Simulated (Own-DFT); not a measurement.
# Response to strain: wurtzite GaN, 72 atoms (Ga36N36)

All numbers below are calculated, not measured. The program, named Own-DFT, is a retired in-house plane-wave density functional code that no person has reviewed. Each row is one single-point run on a periodic cell that was not relaxed, without spin or spin-orbit coupling.

Settings of every run: PBE; PseudoDojo norm-conserving scalar-relativistic files (stringent for Ga); cutoff 96 hartree; 4 x 4 x 3 k mesh centred on Gamma; Gaussian smearing of 0.01 eV.

Known limits: forces not confirmed at this smearing and k mesh; stress not checked against mesh or cutoff.

Unstrained cell vectors in Å: (9.567, 0.000, 0.000); (-4.783, 8.285, 0.000); (0.000, 0.000, 10.370). The unstrained cell has measured lattice constants (interpolated for alloys), not those of this functional. That, the random moves and any unrelaxed bonds set the pressure at no strain. Each run strains this cell uniformly, with the atoms carried along. Every atom was also moved at random, by a Gaussian of width 0.05 Å on each axis. Strain is the symmetric tensor, in per cent. Stress is positive in tension, and the pressure is minus a third of its trace.

| run | e_xx (%) | e_yy (%) | e_zz (%) | e_yz (%) | e_xz (%) | e_xy (%) | s_xx (GPa) | s_yy (GPa) | s_zz (GPa) | s_yz (GPa) | s_xz (GPa) | s_xy (GPa) | P (GPa) | E (meV/atom) |
|---|---|---|---|---|---|---|---|---|---|---|---|---|---|---|
| 1 | -1.57 | -1.65 | 0.69 | 1.53 | 0.39 | 0.40 | -13.79 | -14.30 | -7.97 | 1.99 | 0.96 | 2.71 | 12.02 | 24.7 |
| 2 | -1.84 | -1.95 | -0.41 | -0.24 | -1.66 | 1.55 | -19.26 | -19.97 | -11.65 | -0.74 | -3.89 | 6.61 | 16.96 | 59.8 |
| 3 | -1.28 | 0.60 | -0.56 | -1.65 | -1.13 | 0.58 | -10.98 | -8.47 | -9.22 | -4.06 | -1.48 | 1.94 | 9.56 | 21.0 |
| 4 | -0.08 | -1.43 | 1.28 | 1.23 | 1.43 | 0.80 | -7.41 | -13.38 | -3.48 | 3.44 | 2.79 | 1.33 | 8.09 | 27.7 |
| 5 | -0.70 | 0.03 | 1.80 | 1.50 | 1.83 | -0.21 | -9.21 | -7.79 | 0.24 | 3.86 | 4.30 | -0.90 | 5.59 | 24.6 |
| 6 | -0.64 | -0.26 | -1.47 | -1.18 | -0.72 | 1.73 | -11.69 | -10.68 | -14.96 | -2.34 | -2.47 | 5.28 | 12.45 | 37.5 |
| 7 | 0.58 | -0.33 | 0.12 | 0.93 | -1.34 | -0.19 | -4.19 | -9.12 | -5.40 | 1.94 | -2.58 | -1.02 | 6.23 | 4.0 |
| 8 | 0.05 | -0.48 | 1.53 | -1.38 | -0.64 | -1.83 | -4.87 | -8.39 | -1.84 | -2.66 | -2.04 | -4.70 | 5.03 | 18.4 |
| 9 | -1.63 | 1.70 | 1.04 | -0.54 | 0.21 | -0.58 | -9.75 | -1.40 | -4.07 | -1.12 | -0.31 | -1.92 | 5.07 | 11.9 |
| 10 | 1.99 | 1.57 | 0.33 | 1.18 | -1.00 | 1.12 | 2.88 | 1.15 | -3.74 | 1.73 | -1.86 | 2.08 | -0.10 | 0.0 |
| 11 | -0.50 | -1.56 | -1.93 | -1.41 | 1.90 | -1.94 | -13.06 | -16.79 | -17.80 | -2.84 | 3.91 | -6.81 | 15.89 | 49.8 |
| 12 | 0.53 | -0.71 | 0.27 | -1.67 | 1.03 | 1.91 | -5.53 | -9.25 | -7.53 | -2.97 | 1.67 | 6.07 | 7.44 | 26.9 |
| 13 | 1.88 | -0.88 | -0.59 | -0.99 | 0.46 | 0.27 | -1.46 | -9.73 | -9.13 | -1.69 | 1.10 | 1.78 | 6.77 | 18.3 |
| 14 | -0.18 | -1.18 | 0.05 | -0.65 | -1.82 | 1.41 | -9.39 | -14.36 | -7.28 | -1.84 | -4.06 | 5.33 | 10.35 | 34.5 |
| 15 | 0.28 | 0.16 | 1.17 | 1.18 | -0.76 | 1.31 | ? | ? | ? | ? | ? | ? | ? | ? |

E is the free energy for each atom above the lowest run shown.

## Worked fit

Each stress component was fitted by least squares to a constant and the strains of the runs shown, as fractions, with shears doubled. Shear strains stay in the fit of a normal stress only where such slopes are resolved. The slopes, in GPa:

```
stress  at no strain  per e_xx  per e_yy  per e_zz  scatter
  s_xx          -7.0  401 ± 23  141 ± 25  112 ± 25     0.96
  s_yy          -8.1  121 ± 23  418 ± 25   93 ± 26     0.99
  s_zz          -7.5   79 ± 22   73 ± 24  419 ± 25     0.95
```

Each shear stress against twice its own strain: yz 95 ± 8, xz 105 ± 8, xy 156 ± 10 GPa. These are stiffnesses along x, y and z of the frame in which the cell vectors are given, which need not be the crystal's axes. The atoms are held to the strained lattice; where symmetry lets them move under strain, relaxing them would lower some slopes. The table should be nearly symmetric about its diagonal, and what it lacks of that shows the noise. A ninth of its sum, 206 ± 5 GPa, estimates the bulk modulus near the mean pressure of these runs, 8.7 GPa, so it lies above the value at zero pressure.

## Withheld run

Question: what normal stresses and pressure should run 15 give?

The fit gives s_xx = -4.3, s_yy = -6.0, s_zz = -2.3 and P = 4.2 GPa. The calculation gave -6.38, -5.10, -1.41 and P = 4.29 GPa.
